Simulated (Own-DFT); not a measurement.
# One host, several defects: 2H SiC

No measurement is shown. These are fixed-geometry runs of a retired plane-wave code named Own-DFT, which no person has reviewed; spin and spin-orbit coupling are neglected.

Settings: PBE; PseudoDojo norm-conserving scalar-relativistic files; cutoff 42 hartree; 4 x 4 x 3 k mesh centred on Gamma; Fermi-Dirac smearing of 0.1 eV.

Caveats (not all hold for every row): some atoms lie very close together; not probed for a lower state with spin; forces on such cells moved up to 12 meV/angstrom on a denser k mesh; forces on such cells passed a denser k mesh, each cell not checked; stress not checked against mesh or cutoff.

All runs share one cell, with vectors in Å (9.248, 0.000, 0.000); (-4.624, 8.009, 0.000); (0.000, 0.000, 10.068) and a volume of 745.7 Å³. u is the rms random offset of the atoms per axis. The defect's site can differ from row to row.

| cell | formula | u (Å) | P (GPa) |
|---|---|---|---|
| no defect | C36Si36 | 0.0279 | 3.81 |
| no defect | C36Si36 | 0.0295 | 3.79 |
| no defect | C36Si36 | 0.0614 | 6.62 |
| one C on a Si site | C37Si35 | 0.0296 | 1.65 |
| one C on a Si site | C37Si35 | 0.0298 | 2.02 |
| one C on a Si site | C37Si35 | 0.0504 | 3.14 |
| one C vacancy | C35Si36 | 0.0293 | 3.64 |
| one C vacancy | C35Si36 | 0.0316 | 3.94 |
| one C vacancy | C35Si36 | 0.0322 | 3.95 |
| one Si on a C site | C35Si37 | 0.0306 | 10.53 |
| one Si on a C site | C35Si37 | 0.0323 | ? |
| one Si on a C site | C35Si37 | 0.0457 | 11.58 |
| one Si on a C site | C35Si37 | 0.0528 | 11.64 |
| two N on a C site each | C34N2Si36 | 0.0292 | 2.86 |
| two N on a C site each | C34N2Si36 | 0.0321 | 2.94 |
| two N on a C site each | C34N2Si36 | 0.0480 | 4.04 |

## Fit

P = P0 + c u² + a shift for each defect gives P0 = 3.19 GPa, c = 861 ± 59 GPa/Å² and a scatter of 0.19 GPa. The shifts, and each times the cell's volume:

- one Si on a C site: 6.40 ± 0.16 GPa, 29.8 eV
- one C vacancy: -0.18 ± 0.16 GPa, -0.8 eV (not resolved)
- two N on a C site each: -1.11 ± 0.16 GPa, -5.2 eV (-2.6 eV for each of its 2 sites)
- one C on a Si site: -2.15 ± 0.16 GPa, -10.0 eV

A positive shift means that the defect pushes the cell outwards. Shift times volume (160.2 GPa Å³ is 1 eV) depends little on the cell's size, so, taken for each site, it can be compared between cells at like pressure. The atoms around the defects weren't relaxed, which would change these numbers.

## Check

Question: what pressure belongs in the blank (one Si on a C site, u = 0.0323 Å)?

From the fit: 10.48 ± 0.23 GPa. The hidden result is 10.46 GPa.
